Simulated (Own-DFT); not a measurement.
# One host, several defects: L1_0 TiAl

Source: density functional calculations with Own-DFT, an unreviewed in-house program that is no longer used. Nothing was measured or relaxed, and spin and spin-orbit coupling are left out.

Method: PBEsol; PseudoDojo norm-conserving scalar-relativistic files, made for PBE; cutoff 42 hartree; 4 x 4 x 4 k mesh centred on Gamma; cold (Marzari-Vanderbilt) smearing of 0.2 eV.

Caveats: forces on such cells failed a check on a denser k mesh; stress not checked against mesh or cutoff.

All runs share one cell, with vectors in Å (5.622, 5.622, 0.000); (-5.622, 5.622, 0.000); (0.000, 0.000, 8.133) and a volume of 514.0 Å³. u is the rms random offset of the atoms per axis. The defect's site can differ from row to row.

| cell | formula | u (Å) | P (GPa) |
|---|---|---|---|
| no defect | Al16Ti16 | 0.0179 | -1.69 |
| no defect | Al16Ti16 | 0.0461 | -1.11 |
| no defect | Al16Ti16 | 0.0516 | -0.89 |
| one Ti vacancy | Al16Ti15 | 0.0286 | -2.09 |
| one Ti vacancy | Al16Ti15 | 0.0299 | -2.12 |
| one Ti vacancy | Al16Ti15 | 0.0301 | ? |
| one Ti vacancy | Al16Ti15 | 0.0335 | -2.03 |
| two Al vacancies | Al14Ti16 | 0.0295 | -3.26 |
| two Al vacancies | Al14Ti16 | 0.0351 | -3.07 |
| two Al vacancies | Al14Ti16 | 0.0518 | -2.83 |

## Worked fit

P = P0 + c u² + a shift for each defect gives P0 = -1.72 GPa, c = 289 ± 32 GPa/Å² and a scatter of 0.07 GPa. The shifts, and each times the cell's volume:

- one Ti vacancy: -0.63 ± 0.06 GPa, -2.0 eV
- two Al vacancies: -1.79 ± 0.06 GPa, -5.7 eV (-2.9 eV for each of its 2 sites)

A positive shift means that the defect pushes the cell outwards. Shift times volume (160.2 GPa Å³ is 1 eV) depends little on the cell's size, so, taken for each site, it can be compared between cells at like pressure. The atoms around the defects weren't relaxed, which would change these numbers.

## Test on the hidden row

Q: what pressure belongs in the blank (one Ti vacancy, u = 0.0301 Å)?

Estimate: -2.09 ± 0.08 GPa. DFT gave -2.09 GPa.
